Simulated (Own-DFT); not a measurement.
# How strain changes the stress of wurtzite AlGaN with randomly placed atoms, 72 atoms (Al27Ga9N36)

Calculated results; nothing here was measured. The program, named Own-DFT, is a retired in-house plane-wave density functional code that no person has reviewed. Each row is one single-point run on a periodic cell that was not relaxed, without spin or spin-orbit coupling.

Settings of every run: PBE; PseudoDojo norm-conserving scalar-relativistic files (stringent for Ga); cutoff 96 hartree; 4 x 4 x 3 k mesh centred on Gamma; Gaussian smearing of 0.01 eV.

Known limits: forces on such cells passed a denser k mesh, each cell not checked; stress not checked against mesh or cutoff.

Unstrained cell vectors in Å: (9.394, 0.000, 0.000); (-4.697, 8.135, 0.000); (0.000, 0.000, 10.066). The unstrained cell has measured lattice constants (interpolated for alloys), not those of this functional. That, the random moves and any unrelaxed bonds set the pressure at no strain. Each run strains this cell uniformly, with the atoms carried along. Every atom was also moved at random, by a Gaussian of width 0.05 Å on each axis. The random placing of the alloy's atoms differs from row to row. Strain is the symmetric tensor, in per cent. Stress is positive in tension, and the pressure is minus a third of its trace.

```
run  e_xx (%)  e_yy (%)  e_zz (%)  s_xx (GPa)  s_yy (GPa)  s_zz (GPa)  P (GPa)  E (meV/atom)
  1     -2.25     -2.25      0.00      -21.05      -20.79      -10.02    17.29          64.1
  2      1.00      1.00      0.00       -0.96       -1.05       -3.54     1.85           0.0
  3     -0.25     -0.25      0.00       -7.13       -7.83       -7.34     7.44          27.9
  4     -1.50     -1.50      0.00      -16.04      -15.93       -7.80    13.26          33.9
  5      3.00      3.00      0.00        8.39        8.64       -2.69    -4.78          23.0
  6      0.75      0.75      0.00       -2.98       -3.01       -4.61     3.53          25.5
  7     -1.00     -1.00      0.00      -11.53      -14.33       -6.88    10.91          32.5
  8     -0.50     -0.50      0.00      -12.75       -9.05       -6.02     9.27          52.8
  9     -1.75     -1.75      0.00           ?           ?           ?        ?             ?
```

E is the free energy for each atom above the lowest run shown.

## Worked fit

The change of volume is close to e_xx + e_yy + e_zz. A straight line through the runs shown gives P = 7.00 - 210 x (fractional change of volume) GPa, with an error of 8 on the slope and a scatter of 0.75 GPa. The strain isn't the same on all axes and the cell isn't cubic, so the slope belongs to this path and is not the bulk modulus.

## Withheld run

Question: what pressure should run 9 give? Its volume changes by -3.47 %.

The line gives 14.3 GPa. The calculation gave 14.96 GPa.
